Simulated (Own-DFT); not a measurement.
# Computed records: Si₂SnGe₁₃ (diamond-structure random alloy, atoms displaced)

A calculation, not a measurement: plane-wave density functional theory by an unreviewed code, no spin, of a simulated periodic cell, stress positive in tension, run twice, with PBE and with PBEsol, both on files made for PBE, so the change isn't that of files made for PBEsol, forces on such cells moved up to 12 meV/angstrom on a denser k mesh; the far tail of each file's local potential was reset to the Coulomb form; each entry is a single point on an unrelaxed cell, so the pressure reflects the starting lattice, mostly measured values (interpolated for alloys), from which strain is counted, and rises with the displacements; printed positions are rounded, which can move forces by about a meV/angstrom; the program, named Own-DFT, is a retired in-house code; no spin-orbit coupling; stress was not checked against mesh or cutoff. Program: Own-DFT development build.

Common to all runs: functional PBE, then PBEsol; potential files PseudoDojo norm-conserving, scalar-relativistic, standard set; wave cutoff 49 hartree; occupations Fermi-Dirac; smearing width 0.1 eV; k mesh 3 x 3 x 3 centred on Gamma.

(1) Si₂SnGe₁₃ (diamond-structure random alloy, atoms displaced)

```xyz
64
Lattice="11.3631 0.0000 0.0000 0.0000 11.3631 0.0000 0.0000 0.0000 11.3631" Properties=species:S:1:pos:R:3 Si2SnGe13
Ge    11.3419    11.3539     0.0385
Ge    11.3559     2.8624     2.8622
Ge     2.8243     0.0169     2.8708
Ge     2.8459     2.8360     0.0185
Ge     1.3772     1.3932     1.4203
Ge     1.3771     4.2708     4.2707
Si     4.2204     1.4512     4.2796
Ge     4.3187     4.2741     1.4112
Ge     0.0064    11.3431     5.7392
Ge    11.3325     2.8039     8.5464
Ge     2.8268    11.3417     8.5241
Ge     2.7916     2.8339     5.6554
Ge     1.4598     1.4137     7.0607
Ge     1.3741     4.2844     9.9104
Ge     4.3441     1.4021     9.9463
Si     4.3026     4.2695     7.0607
Ge    11.3530     5.7060    11.3588
Ge     0.0179     8.5364     2.8230
Ge     2.7826     5.6630     2.8520
Ge     2.8380     8.5111     0.0126
Ge     1.4229     7.1098     1.4139
Ge     1.3871     9.9273     4.2569
Ge     4.2922     7.1312     4.2770
Ge     4.2188     9.9493     1.4452
Ge     0.0251     5.7091     5.6690
Ge    11.3089     8.5168     8.5395
Ge     2.8179     5.6436     8.4702
Sn     2.8376     8.5103     5.6835
Ge     1.3814     7.0656     7.0402
Ge     1.4551     9.9280     9.9627
Ge     4.2364     7.0878    10.0193
Ge     4.3013     9.9328     7.0905
Ge     5.6415    11.3409     0.0115
Si     5.6842     2.8197     2.8160
Si     8.5228     0.0402     2.8771
Ge     8.5583     2.8497    11.3470
Ge     7.0899     1.4305     1.4240
Ge     7.1012     4.2875     4.2759
Ge     9.9186     1.4573     4.2643
Ge     9.9420     4.1945     1.4396
Sn     5.6867    11.3571     5.7053
Ge     5.6682     2.8372     8.5233
Ge     8.5583     0.0051     8.4712
Si     8.4960     2.8689     5.7097
Ge     7.0959     1.4082     7.1649
Ge     7.1112     4.2681     9.9214
Ge     9.9678     1.3817     9.9205
Sn     9.9680     4.2557     7.0659
Si     5.6877     5.6547    11.3457
Ge     5.6577     8.4598     2.8471
Ge     8.4589     5.6826     2.8604
Ge     8.5407     8.5424     0.0336
Ge     7.1223     7.1668     1.4173
Ge     7.0695     9.9504     4.2525
Ge     9.9218     7.0842     4.2957
Si     9.9622     9.9779     1.4247
Ge     5.6926     5.6842     5.6906
Si     5.6636     8.5127     8.4593
Ge     8.5508     5.6928     8.5557
Ge     8.5160     8.5241     5.6736
Ge     7.0746     7.1290     7.1163
Ge     7.0869     9.9291     9.9436
Sn     9.9160     7.0925     9.9455
Ge     9.9986     9.9941     7.1154
```

* PBE pressure: 4.2 GPa
* PBE stress xx: -4.17 GPa
* PBE stress yy: -4.22 GPa
* PBE stress zz: -4.19 GPa
* PBE stress yz: 0.24 GPa
* PBE stress xz: 0.22 GPa
* PBE stress xy: -0.29 GPa
* PBEsol pressure: 1.36 GPa
* PBEsol stress xx: -1.34 GPa
* PBEsol stress yy: -1.39 GPa
* PBEsol stress zz: -1.36 GPa
* PBEsol stress yz: 0.22 GPa
* PBEsol stress xz: 0.2 GPa
* PBEsol stress xy: -0.27 GPa
* rms change of force components from PBE to PBEsol: 0.035 eV/Å

Force:
```tsv
force element	PBE force x (eV/Å)	PBE force y (eV/Å)	PBE force z (eV/Å)	PBEsol force x (eV/Å)	PBEsol force y (eV/Å)	PBEsol force z (eV/Å)
Ge	0.02	-0.362	-0.367	0.057	-0.31	-0.391
Ge	0.078	-0.475	-0.08	0.067	-0.458	-0.078
Ge	-0.001	0.235	0.17	-0.038	0.186	0.129
Ge	-0.026	0.065	-0.377	-0.023	0.063	-0.363
Ge	0.447	0.438	0.245	0.435	0.422	0.236
Ge	0.23	-0.02	-0.084	0.22	-0.016	-0.082
Si	-0.123	0.738	-1.155	-0.161	0.69	-1.098
Ge	-0.222	-0.116	0.264	-0.281	-0.12	0.255
Ge	0.07	0.598	-1.037	0.071	0.573	-0.995
Ge	1.288	-0.697	0.347	1.246	-0.671	0.343
Ge	0.619	0.217	0.024	0.603	0.206	0.019
Ge	0.979	0.53	0.068	0.877	0.511	0.073
Ge	-0.391	-0.034	0.77	-0.385	-0.037	0.742
Ge	0.447	-0.466	0.37	0.43	-0.449	0.353
Ge	-1.188	0.135	-0.024	-1.147	0.129	-0.02
Si	-0.558	-0.333	0.155	-0.548	-0.322	0.152
Ge	0.858	-1.288	1.222	0.836	-1.251	1.178
Ge	-0.792	-0.036	-0.103	-0.725	-0.064	-0.067
Ge	0.902	0.171	-0.091	0.868	0.169	-0.09
Ge	0.015	0.178	0.203	0.013	0.169	0.197
Ge	-0.098	-0.149	0.07	-0.095	-0.141	0.071
Ge	-0.571	1.062	-0.622	-0.551	1.025	-0.606
Ge	0.281	-1.703	-0.923	0.279	-1.643	-0.896
Ge	0.17	-0.206	0.149	0.16	-0.202	0.139
Ge	0.247	0.44	-1.012	0.244	0.43	-0.977
Ge	1.656	0.938	-1.081	1.601	0.915	-1.054
Ge	0.448	0.108	0.089	0.387	0.131	0.12
Sn	-0.071	0.333	0.114	-0.068	0.323	0.105
Ge	-0.475	-0.215	1.68	-0.462	-0.219	1.619
Ge	-0.578	0.011	-0.109	-0.556	0.013	-0.106
Ge	0.621	-0.18	-1.102	0.54	-0.16	-1.067
Ge	-0.614	-0.394	2.212	-0.627	-0.349	2.109
Ge	0.586	-0.126	0.201	0.565	-0.114	0.186
Si	-0.302	0.126	0.708	-0.263	0.158	0.652
Si	0.129	-0.53	-0.558	0.094	-0.484	-0.513
Ge	-0.38	-0.392	-0.153	-0.364	-0.378	-0.146
Ge	0.246	-0.22	0.196	0.239	-0.212	0.129
Ge	-0.345	-1.045	-0.035	-0.332	-0.939	-0.038
Ge	-0.282	-0.225	0.543	-0.212	-0.208	0.526
Ge	-0.09	1.008	-0.023	-0.086	0.97	-0.026
Sn	-0.272	1.04	-0.641	-0.231	0.957	-0.574
Ge	0.009	0.517	-0.245	0.049	0.454	-0.2
Ge	-0.33	-0.218	0.795	-0.313	-0.205	0.769
Si	-1.034	-1.181	-1.015	-1.014	-1.159	-0.997
Ge	1.137	1.382	0.019	1.078	1.307	0.052
Ge	-0.26	0.108	0.325	-0.212	0.074	0.281
Ge	-0.325	-0.035	0.373	-0.309	-0.026	0.353
Sn	-0.36	-0.042	0.197	-0.302	0.007	0.241
Si	0.389	0.432	0.21	0.373	0.422	0.205
Ge	0.228	0.839	-0.301	0.221	0.812	-0.283
Ge	0.683	0.035	-0.393	0.66	0.036	-0.368
Ge	-0.551	1.418	0.807	-0.572	1.337	0.752
Ge	-0.552	-0.934	-0.317	-0.507	-0.876	-0.274
Ge	1.388	-0.878	-1.351	1.314	-0.886	-1.271
Ge	0.152	0.228	-0.622	0.149	0.219	-0.596
Si	-0.644	0.058	0.644	-0.593	0.021	0.594
Ge	-0.174	-0.03	0.07	-0.129	0.01	0.028
Si	-0.117	-0.055	1.095	-0.117	-0.051	1.068
Ge	-2.242	-0.498	-1.009	-2.175	-0.487	-0.975
Ge	0.088	0.39	0.279	0.082	0.368	0.268
Ge	0.271	-0.168	0.189	0.298	-0.196	0.141
Ge	-0.096	-0.152	-0.466	-0.064	-0.121	-0.42
Sn	0.044	0.48	0.641	0.043	0.465	0.62
Ge	-0.66	-0.852	-0.148	-0.636	-0.818	-0.138
```

(2) Si₂SnGe₁₃ (diamond-structure random alloy, atoms displaced)

```xyz
64
Lattice="11.3631 0.0000 0.0000 0.0000 11.3631 0.0000 0.0000 0.0000 11.3631" Properties=species:S:1:pos:R:3 Si2SnGe13
Ge     0.0258     0.0028     0.0208
Sn     0.0393     2.8313     2.8208
Ge     2.8886    11.3115     2.8289
Ge     2.8743     2.8260    11.3334
Ge     1.4186     1.4043     1.4095
Sn     1.3796     4.2570     4.2758
Ge     4.2151     1.3996     4.2851
Ge     4.3057     4.2203     1.4455
Si     0.0003    11.2941     5.6932
Ge     0.0202     2.8059     8.5759
Ge     2.8166    11.3306     8.4915
Ge     2.8370     2.9169     5.7481
Si     1.4163     1.4297     7.0752
Ge     1.4370     4.2351     9.9103
Ge     4.2700     1.4836     9.9216
Ge     4.2496     4.2798     7.1317
Si     0.0215     5.6748    11.3375
Ge     0.0124     8.5710     2.8332
Ge     2.8313     5.6974     2.8101
Ge     2.8455     8.5074     0.0405
Si     1.3993     7.0910     1.4198
Ge     1.4051     9.9687     4.2652
Ge     4.2559     7.1326     4.2173
Ge     4.2185     9.9281     1.4415
Ge    11.3537     5.7162     5.7139
Ge     0.0387     8.5579     8.5629
Ge     2.8819     5.7112     8.4942
Ge     2.7996     8.5216     5.6849
Si     1.3978     7.1235     7.1135
Ge     1.3996     9.9446     9.9663
Ge     4.2536     7.0931     9.9615
Ge     4.2638     9.9376     7.0248
Ge     5.7293     0.0251    11.3406
Sn     5.6905     2.8417     2.7704
Ge     8.5370     0.0314     2.8611
Ge     8.4912     2.8337     0.0110
Ge     7.0621     1.4619     1.4288
Ge     7.1422     4.3231     4.2902
Si     9.9334     1.4052     4.2487
Ge     9.9525     4.2556     1.4062
Ge     5.7024    11.3431     5.6363
Ge     5.6659     2.8262     8.5136
Ge     8.4962     0.0301     8.4803
Ge     8.5223     2.8692     5.6896
Ge     7.1037     1.4474     7.0404
Ge     7.0940     4.2008     9.9306
Sn     9.9081     1.3837     9.9924
Ge     9.9395     4.2867     7.1029
Ge     5.7266     5.6882    11.3282
Ge     5.7211     8.5131     2.8331
Ge     8.5198     5.7029     2.8047
Ge     8.5595     8.4738     0.0195
Ge     7.0876     7.1162     1.4291
Ge     7.0658     9.9644     4.2081
Ge     9.9563     7.0874     4.2306
Si     9.9225     9.9542     1.4039
Ge     5.7023     5.6561     5.6908
Ge     5.6638     8.5269     8.5107
Ge     8.5269     5.7025     8.5065
Ge     8.5370     8.5312     5.6556
Ge     7.0957     7.0827     7.0679
Si     7.1062     9.9321    10.0109
Ge     9.9750     7.1200     9.9701
Ge     9.9889     9.9420     7.1262
```

* PBE pressure: 4.21 GPa
* PBE stress xx: -4.22 GPa
* PBE stress yy: -4.17 GPa
* PBE stress zz: -4.24 GPa
* PBE stress yz: -0.72 GPa
* PBE stress xz: -0.11 GPa
* PBE stress xy: 0.28 GPa
* PBEsol pressure: 1.37 GPa
* PBEsol stress xx: -1.38 GPa
* PBEsol stress yy: -1.34 GPa
* PBEsol stress zz: -1.4 GPa
* PBEsol stress yz: -0.69 GPa
* PBEsol stress xz: -0.1 GPa
* PBEsol stress xy: 0.26 GPa
* rms change of force components from PBE to PBEsol: 0.037 eV/Å

Force:
```tsv
force element	PBE force x (eV/Å)	PBE force y (eV/Å)	PBE force z (eV/Å)	PBEsol force x (eV/Å)	PBEsol force y (eV/Å)	PBEsol force z (eV/Å)
Ge	0.333	-1.331	1.049	0.359	-1.258	0.987
Sn	-2.228	-1.811	-0.963	-2.131	-1.725	-0.984
Ge	-0.816	0.653	0.366	-0.791	0.628	0.357
Ge	-0.315	0.325	0.459	-0.298	0.311	0.439
Ge	1.632	-1.103	-0.924	1.58	-1.071	-0.905
Sn	1.826	1.989	1.457	1.787	1.94	1.42
Ge	-0.31	-0.099	0.59	-0.293	-0.106	0.565
Ge	-1.842	2.158	-1.98	-1.788	2.088	-1.923
Si	-0.071	1.347	-0.155	-0.069	1.245	-0.153
Ge	0.555	0.6	-1.594	0.52	0.618	-1.51
Ge	0.094	0.582	-0.122	0.117	0.536	-0.091
Ge	0.542	-1.741	0.578	0.556	-1.655	0.534
Si	-0.282	-0.371	0.049	-0.241	-0.326	0.085
Ge	0.095	0.648	0.316	0.117	0.585	0.276
Ge	-0.117	-1.174	-0.151	-0.109	-1.126	-0.139
Ge	0.592	-0.01	-0.086	0.57	-0.01	-0.086
Si	0.186	0.091	0.329	0.145	0.051	0.282
Ge	-0.26	-0.354	-0.508	-0.245	-0.343	-0.425
Ge	0.616	0.668	-0.828	0.636	0.618	-0.766
Ge	-0.581	-0.304	-0.159	-0.529	-0.26	-0.183
Si	-0.188	-0.04	-0.266	-0.147	-0.001	-0.217
Ge	0.064	0.011	0.065	0.098	-0.032	0.025
Ge	0.053	-0.337	0.449	0.051	-0.328	0.431
Ge	1.131	-0.068	-0.509	1.088	-0.065	-0.485
Ge	-0.628	1.013	0.874	-0.649	0.943	0.809
Ge	-0.085	-0.611	-0.398	-0.117	-0.553	-0.348
Ge	-0.886	0.243	0.146	-0.819	0.196	0.172
Ge	-0.078	-0.329	-0.092	-0.035	-0.275	-0.127
Si	0.182	-0.026	0.147	0.177	-0.025	0.144
Ge	0.654	0.046	0.217	0.627	0.045	0.203
Ge	0.2	0.272	-0.098	0.198	0.261	-0.103
Ge	0.01	0.01	0.582	0.006	0.005	0.564
Ge	-0.546	-0.336	0.056	-0.555	-0.276	0.094
Sn	0.023	0.017	2.764	0.021	0.016	2.671
Ge	0.104	-0.142	-0.496	0.03	-0.139	-0.486
Ge	-0.663	1.01	0.944	-0.649	0.973	0.918
Ge	1.939	-1.895	-1.331	1.878	-1.834	-1.302
Ge	0.358	0.008	0.01	0.346	0.014	0.017
Si	-0.276	-0.848	1.368	-0.309	-0.802	1.308
Ge	-0.783	1.156	-1.186	-0.796	1.089	-1.122
Ge	-0.311	0.357	0.147	-0.307	0.343	0.135
Ge	0.23	0.17	-0.379	0.22	0.167	-0.358
Ge	-1.033	-1.439	-0.341	-0.968	-1.365	-0.355
Ge	0.595	-0.24	-0.519	0.541	-0.196	-0.471
Ge	-0.314	-0.22	0.261	-0.299	-0.21	0.257
Ge	0.259	0.604	-0.203	0.247	0.583	-0.19
Sn	0.121	0.124	-0.382	0.122	0.131	-0.375
Ge	0.334	-0.331	0.416	0.313	-0.312	0.4
Ge	-0.39	-0.333	0.253	-0.381	-0.325	0.248
Ge	-0.609	0.254	-0.12	-0.591	0.245	-0.112
Ge	0.252	-0.1	0.167	0.244	-0.097	0.171
Ge	-0.29	0.934	0.069	-0.279	0.841	0.064
Ge	0.207	-0.229	-0.301	0.206	-0.225	-0.289
Ge	0.741	-0.216	0.277	0.711	-0.206	0.268
Ge	-0.021	0.39	0.04	-0.025	0.379	0.043
Si	0.238	0.031	0.255	0.233	0.029	0.251
Ge	-0.604	0.388	-0.221	-0.57	0.378	-0.212
Ge	0.365	0.243	0.351	0.322	0.201	0.308
Ge	-0.091	-0.142	0.379	-0.085	-0.142	0.354
Ge	-0.052	0.073	-0.034	-0.049	0.06	-0.033
Ge	0.1	0.47	0.3	0.093	0.446	0.289
Si	0.201	-0.169	-0.871	0.195	-0.165	-0.851
Ge	0.219	-0.558	-0.25	0.176	-0.504	-0.27
Ge	-0.386	0.024	-0.263	-0.404	-0.008	-0.219
```

(3) Si₂SnGe₁₃ (diamond-structure random alloy, atoms displaced)

```xyz
64
Lattice="11.3631 0.0000 0.0000 0.0000 11.3631 0.0000 0.0000 0.0000 11.3631" Properties=species:S:1:pos:R:3 Si2SnGe13
Ge     0.0283    11.3569     0.0411
Ge     0.0117     2.8774     2.7961
Ge     2.8503    11.3550     2.8483
Ge     2.8397     2.8262     0.0467
Si     1.3973     1.4035     1.3768
Si     1.3978     4.3165     4.2390
Ge     4.2485     1.4633     4.2310
Ge     4.2678     4.2403     1.4338
Ge    11.3261     0.0512     5.6672
Sn    11.3332     2.7745     8.5084
Ge     2.8016    11.3315     8.4600
Ge     2.8539     2.8084     5.6911
Ge     1.4132     1.3990     7.0699
Ge     1.4487     4.2643    10.0176
Ge     4.2306     1.3874     9.9965
Sn     4.2092     4.3322     7.1179
Ge     0.0125     5.6894    11.3611
Ge    11.3319     8.5356     2.8484
Sn     2.8895     5.7041     2.8751
Ge     2.8221     8.5328     0.0307
Ge     1.3748     7.0945     1.4060
Ge     1.4370     9.9155     4.3160
Ge     4.2695     7.0889     4.3105
Ge     4.2503     9.9277     1.4167
Sn    11.3265     5.7035     5.7132
Ge    11.2945     8.5363     8.5137
Ge     2.8189     5.6897     8.4890
Ge     2.8196     8.5933     5.6541
Ge     1.3636     7.0080     7.0663
Si     1.4908     9.9469     9.9205
Ge     4.3072     7.1011     9.9728
Si     4.2530     9.9811     7.0844
Ge     5.6466     0.0075     0.0231
Ge     5.7084     2.8849     2.8280
Si     8.5471     0.0176     2.8010
Ge     8.4692     2.8367     0.0423
Ge     7.1202     1.4814     1.4256
Ge     7.1145     4.2611     4.2396
Ge     9.9330     1.4120     4.2323
Ge     9.9262     4.2709     1.3350
Ge     5.6865    11.3528     5.6849
Ge     5.6527     2.8620     8.4980
Ge     8.5539     0.0622     8.5224
Ge     8.4905     2.7936     5.7048
Ge     7.1266     1.4318     7.0966
Ge     7.1328     4.2950     9.9861
Ge     9.9523     1.4111     9.9074
Ge     9.9788     4.2238     7.0667
Si     5.7059     5.6704    11.3599
Ge     5.7021     8.4795     2.8477
Ge     8.5019     5.7172     2.8160
Ge     8.5183     8.5422     0.0497
Ge     7.0609     7.1063     1.4147
Ge     7.0464     9.9242     4.2453
Ge     9.9339     7.0705     4.2359
Ge     9.8898     9.9463     1.4071
Ge     5.7380     5.6674     5.6897
Ge     5.6686     8.5509     8.5166
Ge     8.4928     5.6867     8.5216
Ge     8.5402     8.5589     5.6949
Ge     7.0900     7.0762     7.0681
Si     7.1306     9.9538     9.9181
Ge     9.9142     7.0899     9.9006
Si     9.9550     9.9564     7.0786
```

- PBE pressure: 4.27 GPa
- PBE stress xx: -4.29 GPa
- PBE stress yy: -4.24 GPa
- PBE stress zz: -4.28 GPa
- PBE stress yz: -0.02 GPa
- PBE stress xz: -0.22 GPa
- PBE stress xy: -0.41 GPa
- PBEsol pressure: 1.43 GPa
- PBEsol stress xx: -1.45 GPa
- PBEsol stress yy: -1.4 GPa
- PBEsol stress zz: -1.45 GPa
- PBEsol stress yz: -0.02 GPa
- PBEsol stress xz: -0.2 GPa
- PBEsol stress xy: -0.39 GPa
- rms change of force components from PBE to PBEsol: 0.036 eV/Å

Force:
```tsv
force element	PBE force x (eV/Å)	PBE force y (eV/Å)	PBE force z (eV/Å)	PBEsol force x (eV/Å)	PBEsol force y (eV/Å)	PBEsol force z (eV/Å)
Ge	0.079	-0.307	-0.829	0.012	-0.303	-0.811
Ge	0.252	-0.121	0.096	0.183	-0.114	0.09
Ge	-0.517	0.242	-0.313	-0.465	0.203	-0.274
Ge	-0.115	-0.265	0.041	-0.079	-0.22	0.005
Si	0.302	0.184	0.831	0.291	0.182	0.81
Si	0.058	-2.22	0.304	0.055	-2.18	0.298
Ge	0.403	-0.359	0.098	0.389	-0.35	0.102
Ge	1.113	-0.284	-1.243	1.056	-0.309	-1.172
Ge	0.103	-0.878	0.12	0.136	-0.815	0.092
Sn	1.196	1.197	0.354	1.157	1.16	0.338
Ge	0.498	-0.026	0.45	0.475	0.042	0.433
Ge	-1.326	-0.03	-1.299	-1.261	-0.056	-1.233
Ge	0.877	-0.747	-0.852	0.852	-0.728	-0.828
Ge	0.369	0.369	-0.229	0.358	0.362	-0.219
Ge	-0.038	0.24	-0.863	-0.035	0.238	-0.827
Sn	0.746	-0.881	-0.778	0.728	-0.863	-0.756
Ge	-0.348	0.162	-0.436	-0.335	0.149	-0.418
Ge	0.125	0.046	-0.056	0.121	0.035	-0.053
Sn	-0.794	-0.22	-0.477	-0.728	-0.176	-0.499
Ge	-0.072	-0.105	-0.612	-0.033	-0.128	-0.557
Ge	-0.405	0.928	-0.233	-0.392	0.902	-0.229
Ge	-0.846	0.859	-0.892	-0.81	0.825	-0.863
Ge	1.244	1.428	1.046	1.211	1.384	1.001
Ge	0.218	-0.054	0.42	0.208	-0.051	0.407
Sn	-0.236	-1.122	-1.665	-0.264	-1.052	-1.573
Ge	0.881	0.348	-0.041	0.851	0.269	-0.033
Ge	-1.248	1.517	2.237	-1.215	1.466	2.161
Ge	0.713	-0.991	1.192	0.653	-0.987	1.109
Ge	1.881	2.927	1.885	1.822	2.83	1.835
Si	-0.872	-0.252	0.115	-0.854	-0.244	0.114
Ge	-0.364	-0.107	-0.029	-0.383	-0.069	-0.064
Si	0.05	-0.345	0.07	0.048	-0.335	0.066
Ge	0.877	-0.401	-0.282	0.806	-0.359	-0.249
Ge	-0.166	-0.302	0.177	-0.163	-0.286	0.17
Si	-0.623	-0.104	0.377	-0.608	-0.103	0.37
Ge	0.77	0.032	-0.964	0.743	0.046	-0.93
Ge	-0.296	-1.103	0.504	-0.314	-1.022	0.456
Ge	0.287	0.019	0.188	0.268	0.018	0.179
Ge	-0.216	0.235	-0.447	-0.174	0.256	-0.392
Ge	-0.004	0.099	0.753	-0.003	0.092	0.73
Ge	-0.392	0.243	-0.001	-0.345	0.263	-0.037
Ge	0.955	-0.932	1.405	0.93	-0.901	1.361
Ge	-0.284	-1.267	-0.212	-0.269	-1.156	-0.205
Ge	0.433	0.549	-0.634	0.422	0.531	-0.608
Ge	-0.673	-0.265	0.361	-0.642	-0.25	0.344
Ge	-0.627	-0.258	-0.276	-0.568	-0.28	-0.301
Ge	-1.237	-1.055	2.284	-1.205	-1.028	2.201
Ge	-2.6	-0.086	0.525	-2.526	-0.084	0.511
Si	-0.301	-0.095	0.15	-0.292	-0.095	0.148
Ge	-0.702	0.226	0.014	-0.677	0.221	0.019
Ge	0.155	-0.448	-0.212	0.149	-0.431	-0.202
Ge	-0.493	-0.25	-1.07	-0.445	-0.268	-0.999
Ge	0.064	-0.285	-0.337	0.099	-0.24	-0.28
Ge	0.981	0.499	-0.248	0.919	0.451	-0.213
Ge	-1.075	1.452	-0.724	-1.043	1.412	-0.705
Ge	0.516	0.409	0.54	0.533	0.355	0.488
Ge	0.335	0.637	-1.039	0.322	0.628	-1.006
Ge	0.186	0.275	-0.128	0.177	0.2	-0.12
Ge	0.277	-0.358	-0.387	0.268	-0.345	-0.366
Ge	-0.011	-0.113	-0.158	-0.051	-0.148	-0.188
Ge	0.275	0.721	0.414	0.267	0.686	0.399
Si	-0.183	0.227	0.225	-0.179	0.221	0.221
Ge	0.031	0.202	0.6	0.033	0.192	0.574
Si	-0.188	0.367	0.185	-0.183	0.359	0.179
```
